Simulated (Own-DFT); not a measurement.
## Calculated data, Hf36O71 (tetragonal hafnia with one neutral oxygen vacancy, atoms displaced)

Computed with Own-DFT development build. A calculation, not a measurement: plane-wave PBE and HSE06 DFT by an unreviewed code, no spin, of a simulated cell at Gamma alone, so results move with cell size and shape, stress positive in tension, energies less offsets, not probed for a lower state with spin; hafnium file: forces about 75 meV/angstrom off all-electron values; oxygen file: force components 24 meV/angstrom off all-electron in a glass; k mesh not checked against a denser one; forces and stress are PBE's, HSE06 gives the energy alone, and its difference from PBE has offsets of its own; offsets are fitted by least squares, one for each functional and potential file, so energies compare only between cells with the same atoms and settings and are not formation energies; the far tail of each file's local potential was reset to the Coulomb form; each entry is a single point on an unrelaxed cell, so the pressure reflects the starting lattice, taken from the Materials Project, from which strain is counted, and rises with the displacements; printed positions are rounded, which can move forces by about a meV/angstrom; the program is a retired in-house code; no spin-orbit coupling.

```cif
# cell vector a (Å): 10.7800 0.0000 0.0000
# cell vector b (Å): 0.0000 10.7800 0.0000
# cell vector c (Å): 0.0000 0.0000 10.4493
data_Hf36O71
_symmetry_space_group_name_H-M 'P 1'
_symmetry_Int_Tables_number 1
_cell_length_a 10.7800
_cell_length_b 10.7800
_cell_length_c 10.4493
_cell_angle_alpha 90.000
_cell_angle_beta 90.000
_cell_angle_gamma 90.000
_cell_volume 1214.30
loop_
_atom_site_label
_atom_site_type_symbol
_atom_site_fract_x
_atom_site_fract_y
_atom_site_fract_z
_atom_site_occupancy
Hf1 Hf 0.99136 0.00403 0.99129 1
Hf2 Hf 0.16179 0.15168 0.25340 1
O1 O 0.99524 0.16316 0.15130 1
O2 O 0.16772 0.00483 0.33136 1
O3 O 0.99060 0.17302 0.40618 1
O4 O 0.15490 0.99479 0.09345 1
Hf3 Hf 0.99994 0.00334 0.49468 1
Hf4 Hf 0.16083 0.16656 0.75716 1
O5 O 0.00646 0.15963 0.64293 1
O6 O 0.16014 0.01387 0.85077 1
O7 O 0.99699 0.16291 0.89860 1
O8 O 0.16096 0.00325 0.60048 1
Hf5 Hf 0.99592 0.31715 0.00435 1
Hf6 Hf 0.17487 0.50261 0.23905 1
O9 O 0.00551 0.50215 0.15478 1
O10 O 0.16210 0.34071 0.34364 1
O11 O 0.99345 0.50494 0.39915 1
O12 O 0.16166 0.33203 0.09633 1
Hf7 Hf 0.00039 0.33417 0.50213 1
Hf8 Hf 0.16270 0.51443 0.74327 1
O13 O 0.00326 0.49920 0.65996 1
O14 O 0.17063 0.32975 0.84125 1
O15 O 0.99579 0.50175 0.90780 1
O16 O 0.15345 0.32746 0.60425 1
Hf9 Hf 0.99282 0.66788 0.00940 1
Hf10 Hf 0.17122 0.82778 0.24534 1
O17 O 0.00434 0.83858 0.15209 1
O18 O 0.17128 0.66637 0.34433 1
O19 O 0.15740 0.65186 0.10301 1
Hf11 Hf 0.01372 0.66249 0.50596 1
Hf12 Hf 0.17404 0.84044 0.73657 1
O20 O 0.00762 0.82829 0.65978 1
O21 O 0.17414 0.64612 0.85562 1
O22 O 0.99431 0.83415 0.88831 1
O23 O 0.16290 0.66724 0.61155 1
Hf13 Hf 0.33365 0.00361 0.99098 1
Hf14 Hf 0.49319 0.16788 0.24655 1
O24 O 0.34147 0.16097 0.15090 1
O25 O 0.49002 0.00521 0.35323 1
O26 O 0.33701 0.15269 0.40056 1
O27 O 0.50343 0.99639 0.09886 1
Hf15 Hf 0.33868 0.99901 0.48872 1
Hf16 Hf 0.50295 0.15373 0.75702 1
O28 O 0.32280 0.15775 0.64843 1
O29 O 0.50904 0.99774 0.85989 1
O30 O 0.33696 0.16780 0.90556 1
O31 O 0.51082 0.99768 0.60223 1
Hf17 Hf 0.32965 0.33076 0.00672 1
Hf18 Hf 0.49522 0.49597 0.26361 1
O32 O 0.34521 0.48279 0.15879 1
O33 O 0.49562 0.32419 0.34618 1
O34 O 0.32998 0.50313 0.40751 1
O35 O 0.50548 0.32810 0.09862 1
Hf19 Hf 0.32596 0.33254 0.51097 1
Hf20 Hf 0.50351 0.49378 0.75703 1
O36 O 0.33778 0.50192 0.64162 1
O37 O 0.49290 0.34278 0.85397 1
O38 O 0.32923 0.50980 0.91854 1
O39 O 0.49763 0.33323 0.58961 1
Hf21 Hf 0.32122 0.66676 0.98927 1
Hf22 Hf 0.50338 0.84214 0.23920 1
O40 O 0.32545 0.81292 0.15224 1
O41 O 0.49533 0.66798 0.35747 1
O42 O 0.32841 0.85571 0.40469 1
O43 O 0.50745 0.67104 0.10456 1
Hf23 Hf 0.31410 0.66637 0.51686 1
Hf24 Hf 0.49433 0.83122 0.74935 1
O44 O 0.32652 0.83140 0.65346 1
O45 O 0.51175 0.67045 0.85010 1
O46 O 0.33904 0.82865 0.90719 1
O47 O 0.48945 0.67226 0.59602 1
Hf25 Hf 0.66572 0.98598 0.00412 1
Hf26 Hf 0.83779 0.15268 0.25083 1
O48 O 0.66647 0.16710 0.15759 1
O49 O 0.83827 0.99734 0.36599 1
O50 O 0.67497 0.16025 0.40855 1
O51 O 0.83021 0.99496 0.11154 1
Hf27 Hf 0.67690 0.00265 0.50830 1
Hf28 Hf 0.83527 0.16699 0.74350 1
O52 O 0.67462 0.16427 0.64027 1
O53 O 0.83341 0.98738 0.84165 1
O54 O 0.67043 0.18324 0.88675 1
O55 O 0.83897 0.00166 0.59227 1
Hf29 Hf 0.65638 0.33732 0.00234 1
Hf30 Hf 0.82620 0.50400 0.25028 1
O56 O 0.67592 0.51248 0.16724 1
O57 O 0.84219 0.32712 0.35538 1
O58 O 0.66840 0.49735 0.40219 1
O59 O 0.82771 0.34146 0.09146 1
Hf31 Hf 0.66713 0.33502 0.50083 1
Hf32 Hf 0.83669 0.50109 0.75830 1
O60 O 0.65390 0.49989 0.64574 1
O61 O 0.83331 0.34262 0.84152 1
O62 O 0.66693 0.49885 0.90607 1
O63 O 0.84421 0.33026 0.60473 1
Hf33 Hf 0.67202 0.65730 0.99158 1
Hf34 Hf 0.84595 0.82734 0.25901 1
O64 O 0.66887 0.84072 0.13477 1
O65 O 0.83777 0.67756 0.34317 1
O66 O 0.67218 0.83114 0.40005 1
O67 O 0.83694 0.66046 0.10800 1
Hf35 Hf 0.67025 0.66098 0.50034 1
Hf36 Hf 0.81750 0.84091 0.74339 1
O68 O 0.66700 0.84133 0.64571 1
O69 O 0.83427 0.64689 0.83852 1
O70 O 0.65152 0.83917 0.90452 1
O71 O 0.82513 0.66702 0.59556 1
_calc_first_functional 'PBE'
_calc_second_functional 'HSE06'
_calc_exact_exchange_share 0.25
_calc_screening 0.11  # 1/bohr
_calc_exchange_divergence 'Gygi-Baldereschi'
_calc_potential_files 'PseudoDojo norm-conserving, scalar-relativistic, made for PBE, standard set'
_calc_wave_cutoff 48  # hartree
_calc_occupations 'fixed'
_calc_k_mesh '1 x 1 x 1 centred on Gamma'
_calc_PBE_energy_of_cell_above_offsets '-85.924'  # eV
_calc_HSE06_less_PBE_above_offsets '0.484'  # eV
_calc_PBE_pressure 6.3  # GPa
_calc_PBE_stress_xx -5.19  # GPa
_calc_PBE_stress_yy -8.03  # GPa
_calc_PBE_stress_zz -5.66  # GPa
_calc_PBE_stress_yz 0.03  # GPa
_calc_PBE_stress_xz -0.53  # GPa
_calc_PBE_stress_xy -0.2  # GPa
```

Force:
| element | x (eV/Å) | y (eV/Å) | z (eV/Å) |
| --- | --- | --- | --- |
| Hf | 0.419 | -3.087 | 1.18 |
| Hf | 0.65 | 6.179 | -2.311 |
| O | 0.721 | 0.242 | -0.809 |
| O | -1.029 | -4.321 | 3.097 |
| O | 1.514 | -2.167 | -1.263 |
| O | 2.109 | 0.827 | -0.597 |
| Hf | 0.534 | -0.147 | 0.792 |
| Hf | 0.619 | 1.63 | -3.314 |
| O | -1.591 | -0.046 | 1.394 |
| O | 1.249 | -3.622 | 0.855 |
| O | -0.966 | 0.614 | -0.7 |
| O | 0.984 | -1.715 | -0.729 |
| Hf | -0.604 | 3.995 | -0.012 |
| Hf | -1.445 | -1.436 | 1.427 |
| O | -1.371 | -0.46 | 0.17 |
| O | 0.57 | -1.714 | 0.51 |
| O | 0.478 | 0.623 | 1.886 |
| O | 0.827 | -0.408 | -0.405 |
| Hf | -0.829 | 0.888 | -1.719 |
| Hf | 0.656 | -5.403 | 1.341 |
| O | -0.91 | 1.032 | -1.378 |
| O | 0.232 | 1.418 | 1.322 |
| O | 0.265 | -0.647 | 0.137 |
| O | 2.703 | 0.717 | -0.627 |
| Hf | 0.88 | -1.072 | -1.295 |
| Hf | -1.144 | 0.56 | 0.62 |
| O | -0.258 | -1.068 | 0.191 |
| O | -0.279 | 0.324 | 2.006 |
| O | 1.661 | 1.333 | -0.859 |
| Hf | -4.383 | 0.315 | -2.072 |
| Hf | -4.687 | 1.802 | 3.256 |
| O | -1.73 | -0.259 | -1.712 |
| O | -0.298 | 5.23 | 0.586 |
| O | 0.473 | -0.646 | 2.375 |
| O | -0.22 | -0.025 | 1.014 |
| Hf | -0.792 | -0.223 | 1.978 |
| Hf | 2.564 | -0.863 | 1.505 |
| O | -3.125 | -0.085 | -1.283 |
| O | 1.444 | -1.025 | -1.377 |
| O | -1.365 | 4.082 | -1.015 |
| O | -1.828 | -0.243 | 0.059 |
| Hf | 0.837 | 3.564 | 4.783 |
| Hf | 0.154 | 1.512 | -1.741 |
| O | 1.817 | 0.836 | 1.381 |
| O | -1.42 | 0.569 | -1.016 |
| O | 0.696 | -0.535 | -0.661 |
| O | -2.095 | 0.343 | 1.164 |
| Hf | -0.091 | 1.378 | -0.368 |
| Hf | 1.138 | 2.43 | 0.367 |
| O | -1.341 | 0.108 | -0.831 |
| O | 0.222 | 1.197 | 0.732 |
| O | 0.004 | -0.466 | 0.084 |
| O | -1.613 | 0.155 | 0.545 |
| Hf | -0.505 | -0.595 | -1.287 |
| Hf | -0.625 | 2.006 | -1.682 |
| O | -1.262 | -0.097 | 1.691 |
| O | -0.207 | -2.1 | -0.044 |
| O | 1.327 | -4.284 | -1.769 |
| O | -0.09 | -0.499 | 1.107 |
| Hf | 1.245 | 1.101 | 4.086 |
| Hf | 0.683 | -2.275 | 1.164 |
| O | 1.674 | 1.05 | -0.326 |
| O | 0.042 | 0.153 | -1.292 |
| O | -1.135 | -6.775 | -2.514 |
| O | -0.262 | -0.489 | -1.314 |
| Hf | 6.214 | -0.373 | -4.294 |
| Hf | 1.464 | -0.736 | -0.58 |
| O | 2.486 | -0.052 | -1.055 |
| O | -0.42 | -1.123 | -0.696 |
| O | -0.384 | 2.272 | -2.136 |
| O | 0.7 | 0.959 | 0.938 |
| Hf | 0.783 | 2.444 | 1.46 |
| Hf | -2.461 | 1.642 | 1.58 |
| O | 0.3 | -0.152 | -0.375 |
| O | 0.895 | -0.818 | -1.84 |
| O | -0.261 | 1.115 | -0.671 |
| O | 0.932 | 0.852 | -1.535 |
| Hf | -1.548 | -0.514 | -2.467 |
| Hf | -0.033 | 1.72 | -0.255 |
| O | -0.962 | 0.071 | 1.836 |
| O | -0.593 | 3.466 | 1.487 |
| O | -0.591 | -1.53 | 0.536 |
| O | 0.747 | -0.714 | 2.536 |
| Hf | 2.575 | -1.775 | -0.285 |
| Hf | 4.68 | -1.807 | 1.717 |
| O | -4.409 | -0.533 | -2.537 |
| O | -1.297 | 0.889 | -1.388 |
| O | 0.326 | 0.064 | 0.001 |
| O | 0.413 | -0.358 | 0.27 |
| Hf | 1.234 | -1.585 | -0.26 |
| Hf | 0.312 | -3.991 | -3.978 |
| O | 1.33 | -0.251 | 0.827 |
| O | 0.556 | -2.964 | 1.049 |
| O | -0.656 | -0.779 | -0.876 |
| O | -1.945 | 0.012 | -0.231 |
| Hf | -1.842 | 2.412 | 2.847 |
| Hf | -1.612 | 3.102 | -1.245 |
| O | 0.272 | -0.492 | 1.866 |
| O | 0.003 | -3.235 | 2.054 |
| O | -0.421 | 0.448 | -0.216 |
| O | -0.773 | 0.952 | -1.316 |
| Hf | -2.646 | 1.257 | -0.942 |
| Hf | 3.623 | -3.184 | -0.302 |
| O | -1.493 | -0.654 | 0.685 |
| O | -1.244 | 7.571 | 3.634 |
| O | 1.589 | -2.989 | -2.357 |
| O | 2.261 | -0.055 | 0.033 |
